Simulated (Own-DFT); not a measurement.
HfO2 (monoclinic hafnia, atoms displaced) (calculated)

All values are calculated (Own-DFT development build). A calculation, not a measurement: plane-wave density functional theory by an unreviewed code, no spin, of a simulated periodic cell, stress positive in tension, run twice, with PBE and with PBEsol, both on files made for PBE, so the change isn't that of files made for PBEsol, hafnium file: forces about 75 meV/angstrom off all-electron values; oxygen file: force components 24 meV/angstrom off all-electron in one glass; forces on such cells passed a denser k mesh, this cell's mesh not checked; the far tail of each file's local potential was reset to the Coulomb form; each entry is a single point on an unrelaxed cell, so the pressure reflects the starting lattice, mostly measured values (interpolated for alloys), from which strain is counted, and rises with the displacements; printed positions are rounded, which can move forces by about a meV/angstrom; the program, named Own-DFT, is a retired in-house code; no spin-orbit coupling; stress was not checked against mesh or cutoff.

## HfO2 (monoclinic hafnia, atoms displaced)

```
cell vectors (Å)
  10.2340     0.0000     0.0000
   0.0000    10.3500     0.0000
  -1.6955     0.0000    10.4453
atoms (fractions of the cell vectors)
Hf  0.14138  0.02443  0.10272
Hf  0.36367  0.26949  0.14602
Hf  0.35673  0.48926  0.38733
Hf  0.13367  0.23488  0.35095
O   0.03978  0.17137  0.17893
O   0.46987  0.41657  0.07742
O   0.46264  0.33531  0.33370
O   0.04206  0.08410  0.43453
O   0.22220  0.37822  0.23334
O   0.27549  0.12137  0.00597
O   0.28081  0.11817  0.25427
O   0.21305  0.36802  0.48282
Hf  0.13593  0.00701  0.59880
Hf  0.35275  0.26840  0.63189
Hf  0.35990  0.47559  0.88970
Hf  0.12948  0.23010  0.85920
O   0.03761  0.16277  0.66806
O   0.46501  0.42283  0.57505
O   0.45663  0.33051  0.83128
O   0.03534  0.08836  0.91854
O   0.22320  0.37356  0.73674
O   0.27214  0.13291  0.50843
O   0.27744  0.11539  0.75907
O   0.22602  0.37619  0.99014
Hf  0.13733  0.51726  0.10558
Hf  0.36505  0.76373  0.13686
Hf  0.36978  0.98129  0.39534
Hf  0.14694  0.72944  0.35407
O   0.03966  0.66649  0.17362
O   0.46489  0.91318  0.07557
O   0.46362  0.82947  0.33246
O   0.03077  0.57769  0.42506
O   0.22655  0.87355  0.24488
O   0.26933  0.62299  0.01554
O   0.28415  0.62165  0.26043
O   0.22541  0.86185  0.49801
Hf  0.13467  0.52150  0.59845
Hf  0.36469  0.77163  0.64685
Hf  0.36108  0.97739  0.89901
Hf  0.13904  0.72718  0.85377
O   0.04203  0.66500  0.67467
O   0.46608  0.91104  0.58207
O   0.46912  0.83421  0.83148
O   0.03576  0.58342  0.92682
O   0.22672  0.87737  0.73450
O   0.27627  0.63121  0.51379
O   0.27770  0.62155  0.75604
O   0.23392  0.87128  0.99385
Hf  0.64293  0.01573  0.11456
Hf  0.86702  0.27444  0.14936
Hf  0.85756  0.48457  0.39288
Hf  0.63484  0.23405  0.35854
O   0.53317  0.15707  0.17294
O   0.96362  0.42247  0.07555
O   0.96103  0.33434  0.32611
O   0.53698  0.09088  0.42643
O   0.72578  0.38086  0.24242
O   0.77841  0.13250  0.01158
O   0.77706  0.11033  0.26626
O   0.72176  0.36989  0.48429
Hf  0.63525  0.01577  0.60255
Hf  0.85896  0.26286  0.64897
Hf  0.86062  0.47954  0.89385
Hf  0.64123  0.22557  0.85369
O   0.54318  0.16726  0.67718
O   0.95737  0.41793  0.57492
O   0.96456  0.33402  0.82893
O   0.52989  0.08882  0.92707
O   0.71843  0.37249  0.73836
O   0.77579  0.12125  0.50299
O   0.77729  0.11923  0.76537
O   0.71863  0.37345  0.99917
Hf  0.63362  0.51667  0.10624
Hf  0.87278  0.77360  0.14586
Hf  0.88035  0.98148  0.39378
Hf  0.64202  0.73090  0.34864
O   0.53246  0.66417  0.16919
O   0.96929  0.91426  0.08293
O   0.96054  0.84123  0.32965
O   0.53857  0.58215  0.42177
O   0.72965  0.88108  0.24433
O   0.77723  0.63091  0.01852
O   0.77825  0.62694  0.26025
O   0.72896  0.86467  0.48451
Hf  0.64508  0.52356  0.60828
Hf  0.86318  0.77075  0.65453
Hf  0.85527  0.98424  0.89066
Hf  0.63319  0.73164  0.84934
O   0.54084  0.66248  0.67009
O   0.95341  0.91271  0.56942
O   0.97145  0.83748  0.82251
O   0.53383  0.58576  0.92620
O   0.72090  0.87240  0.73154
O   0.76842  0.63640  0.50982
O   0.78149  0.62332  0.76836
O   0.72893  0.86673  0.99247
```

* functional: PBE, then PBEsol
* potential files: PseudoDojo norm-conserving, scalar-relativistic, standard set
* wave cutoff: 72 hartree
* occupations: Fermi-Dirac
* smearing width: 0.1 eV
* k mesh: 2 x 2 x 2 centred on Gamma
* PBE pressure: 5.44 GPa
* PBE stress xx: -5 GPa
* PBE stress yy: -5.7 GPa
* PBE stress zz: -5.62 GPa
* PBE stress yz: 0.26 GPa
* PBE stress xz: -0.7 GPa
* PBE stress xy: 0.69 GPa
* PBEsol pressure: -1.02 GPa
* PBEsol stress xx: 1.47 GPa
* PBEsol stress yy: 0.75 GPa
* PBEsol stress zz: 0.85 GPa
* PBEsol stress yz: 0.23 GPa
* PBEsol stress xz: -0.32 GPa
* PBEsol stress xy: 0.67 GPa
* rms change of force components from PBE to PBEsol: 0.043 eV/Å

Force:
```csv
force element,PBE force x (eV/Å),PBE force y (eV/Å),PBE force z (eV/Å),PBEsol force x (eV/Å),PBEsol force y (eV/Å),PBEsol force z (eV/Å)
Hf,-0.034,-1.175,0.539,-0.007,-1.1,0.506
Hf,0.966,-0.066,-0.472,0.936,-0.032,-0.426
Hf,2.208,-1.658,2.688,2.171,-1.654,2.644
Hf,0.669,-0.899,1.047,0.648,-0.901,1.003
O,-0.143,-0.802,-1.394,-0.131,-0.751,-1.307
O,-1.682,-1.177,0.293,-1.639,-1.129,0.24
O,-0.38,-0.27,-1.063,-0.366,-0.273,-1.088
O,0.596,1.071,-1.934,0.578,1.004,-1.841
O,0.085,-0.259,0.733,0.137,-0.253,0.709
O,-0.356,1.423,0.909,-0.412,1.364,0.897
O,-0.374,0.088,0.517,-0.414,0.09,0.487
O,0.859,1.238,0.263,0.888,1.197,0.253
Hf,0.211,1.843,2.218,0.213,1.854,2.139
Hf,1.28,1.045,2.8,1.209,1.067,2.759
Hf,0.687,0.044,0.168,0.673,-0.024,0.188
Hf,3.243,0.386,-2.255,3.157,0.33,-2.236
O,-1.027,0.474,0.772,-1.015,0.476,0.803
O,-0.91,-0.871,0.222,-0.889,-0.84,0.164
O,1.19,-0.509,-0.55,1.141,-0.481,-0.567
O,-1.675,-1.779,1.208,-1.622,-1.73,1.22
O,-0.448,0.596,-0.67,-0.363,0.578,-0.661
O,0.609,-1.376,-0.845,0.538,-1.324,-0.81
O,-0.317,0.289,-0.283,-0.36,0.278,-0.273
O,-0.318,-1.191,-0.111,-0.254,-1.148,-0.106
Hf,0.036,0.629,-0.585,0.049,0.657,-0.61
Hf,-0.237,0.963,1.47,-0.237,0.974,1.463
Hf,-0.524,-0.664,-0.298,-0.494,-0.701,-0.277
Hf,-1.224,0.262,-0.039,-1.15,0.234,-0.068
O,0.38,0.022,0.732,0.377,0.038,0.757
O,0.799,-0.025,0.797,0.757,-0.015,0.726
O,0.021,0.5,-0.388,0.011,0.493,-0.423
O,1.356,1.552,-1.014,1.325,1.474,-0.924
O,-0.292,0.673,-0.468,-0.238,0.633,-0.444
O,0.767,0.729,-0.834,0.687,0.719,-0.797
O,-0.977,0.548,-0.308,-1.009,0.539,-0.281
O,0.17,0.993,-1.26,0.215,0.967,-1.211
Hf,-0.108,-1.13,1.156,-0.116,-1.052,1.1
Hf,-0.474,-1.23,0.539,-0.498,-1.15,0.537
Hf,0.868,1.389,-1.182,0.839,1.328,-1.116
Hf,0.353,-0.317,0.109,0.334,-0.362,0.059
O,-1.066,0.467,0.03,-1.021,0.467,0.089
O,0.548,1.312,-0.916,0.536,1.289,-0.938
O,-0.457,-0.016,-0.713,-0.444,-0.041,-0.749
O,-0.33,0.213,-0.906,-0.31,0.185,-0.838
O,-0.16,-0.887,1.259,-0.088,-0.882,1.211
O,-0.028,-0.664,-1.29,-0.091,-0.643,-1.275
O,-0.001,-0.241,0.86,-0.065,-0.228,0.838
O,-1.536,-0.63,-0.707,-1.419,-0.602,-0.69
Hf,-0.171,0.387,-1.303,-0.162,0.425,-1.276
Hf,-1.676,0.035,-0.657,-1.634,0.099,-0.614
Hf,-0.754,-0.419,0.719,-0.742,-0.458,0.726
Hf,1.348,-0.574,-0.834,1.32,-0.599,-0.809
O,-0.464,1.109,0.707,-0.448,1.092,0.722
O,-0.403,-1.069,0.354,-0.392,-1.03,0.298
O,0.471,-0.026,0.32,0.468,-0.046,0.25
O,-1.432,-1.274,0.219,-1.394,-1.269,0.252
O,-0.085,-0.422,-0.047,-0.014,-0.404,-0.044
O,0.304,-0.707,-0.044,0.243,-0.701,-0.065
O,-0.018,2.243,-1.281,-0.081,2.169,-1.246
O,0.107,0.207,1.018,0.154,0.201,0.971
Hf,1.028,0.489,-0.798,0.999,0.526,-0.801
Hf,1.285,0.518,-1.995,1.257,0.544,-1.922
Hf,-0.685,0.563,1.464,-0.658,0.526,1.467
Hf,-2.674,1.001,1.361,-2.608,0.922,1.299
O,-0.669,-0.336,-1.025,-0.617,-0.331,-0.949
O,-0.127,-0.417,0.742,-0.124,-0.39,0.663
O,-0.667,0.061,-0.236,-0.654,0.034,-0.266
O,0.873,-0.339,0.012,0.858,-0.346,0.04
O,0.742,0.62,0.368,0.787,0.591,0.358
O,-0.39,1.261,2.009,-0.447,1.236,1.967
O,0.374,-0.181,-0.89,0.312,-0.166,-0.846
O,1.044,-0.548,-1.364,1.078,-0.522,-1.316
Hf,1.695,1.162,-0.497,1.66,1.164,-0.524
Hf,-2.253,-1.179,-0.002,-2.21,-1.106,0.017
Hf,-4.897,0.97,0.501,-4.804,0.897,0.52
Hf,-0.262,0.326,1.3,-0.231,0.28,1.277
O,0.05,0.302,0.284,0.04,0.311,0.311
O,1.174,1.771,-1.231,1.135,1.726,-1.225
O,3.79,-3.66,-1.089,3.679,-3.573,-1.116
O,-0.477,-0.045,-0.499,-0.466,-0.055,-0.444
O,-0.451,-0.778,-1.092,-0.382,-0.757,-1.074
O,0.163,-0.491,-0.914,0.111,-0.48,-0.885
O,0.063,-0.613,0.334,-0.006,-0.598,0.349
O,-0.94,0.98,0.59,-0.862,0.94,0.578
Hf,-1.103,-1.142,-1.738,-1.093,-1.064,-1.733
Hf,0.216,-0.521,-2.63,0.194,-0.451,-2.552
Hf,0.9,-1.556,1.964,0.862,-1.536,1.937
Hf,0.485,-1.271,2.201,0.464,-1.284,2.124
O,-0.892,1.079,0.578,-0.848,1.068,0.616
O,1.994,0.151,1.95,1.951,0.17,1.849
O,-0.556,0.858,0.877,-0.559,0.797,0.794
O,-0.089,0.128,-0.774,-0.075,0.107,-0.711
O,0.01,0.94,1.233,0.068,0.907,1.197
O,1.008,-1.217,0.569,0.906,-1.198,0.547
O,0.065,-0.413,-0.63,0.008,-0.399,-0.623
O,0.126,1.124,-0.944,0.189,1.106,-0.923
```
